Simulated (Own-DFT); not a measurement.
# How strain changes the stress of diamond-structure GeSn with randomly placed atoms, 64 atoms (Ge60Sn4)

These are calculations, not measurements. The program, named Own-DFT, is a retired in-house plane-wave density functional code that no person has reviewed. Each row is one single-point run on a periodic cell that was not relaxed, without spin or spin-orbit coupling.

Settings of every run: PBE; PseudoDojo norm-conserving scalar-relativistic files; cutoff 49 hartree; 3 x 3 x 3 k mesh centred on Gamma; Fermi-Dirac smearing of 0.1 eV.

Known limits: forces on such cells moved up to 12 meV/angstrom on a denser k mesh; stress not checked against mesh or cutoff.

Unstrained cell vectors in Å: (11.420, 0.000, 0.000); (0.000, 11.420, 0.000); (0.000, 0.000, 11.420). The unstrained cell has measured lattice constants (interpolated for alloys), not those of this functional. That, the random moves and any unrelaxed bonds set the pressure at no strain. Each run strains this cell uniformly, with the atoms carried along. Every atom was also moved at random, by a Gaussian of width 0.05 Å on each axis. The random placing of the alloy's atoms differs from row to row. Strain is the symmetric tensor, in per cent. Stress is positive in tension, and the pressure is minus a third of its trace.

```
run  e_xx (%)  e_yy (%)  e_zz (%)  s_xx (GPa)  s_yy (GPa)  s_zz (GPa)  P (GPa)  E (meV/atom)
  1     -2.50     -2.50      0.00       -9.71       -9.73       -7.92     9.12          77.7
  2     -1.75     -1.75      0.00       -8.21       -8.30       -7.06     7.85          68.3
  3     -0.50     -0.50      0.00       -5.63       -5.67       -5.40     5.57          33.8
  4      1.00      1.00      0.00       -3.32       -3.18       -3.88     3.46          24.1
  5      2.50      2.50      0.00       -0.89       -0.77       -2.32     1.33           0.0
  6      0.25      0.25      0.00       -4.39       -4.33       -4.63     4.45          26.5
  7     -0.75     -0.75      0.00       -6.18       -6.24       -5.99     6.14          49.8
  8      2.25      2.25      0.00       -1.48       -1.54       -2.63     1.88          18.7
  9      1.25      1.25      0.00           ?           ?           ?        ?             ?
```

E is the free energy for each atom above the lowest run shown.

## Worked fit

The change of volume is close to e_xx + e_yy + e_zz. A straight line through the runs shown gives P = 5.09 - 76 x (fractional change of volume) GPa, with an error of 2 on the slope and a scatter of 0.23 GPa. The strain isn't the same on all axes, but the crystal is cubic, so the slope still estimates the bulk modulus, averaged over pressures from 1.3 to 9.1 GPa.

## Withheld run

Question: what pressure should run 9 give? Its volume changes by 2.52 %.

The line gives 3.2 GPa. The calculation gave 3.19 GPa.
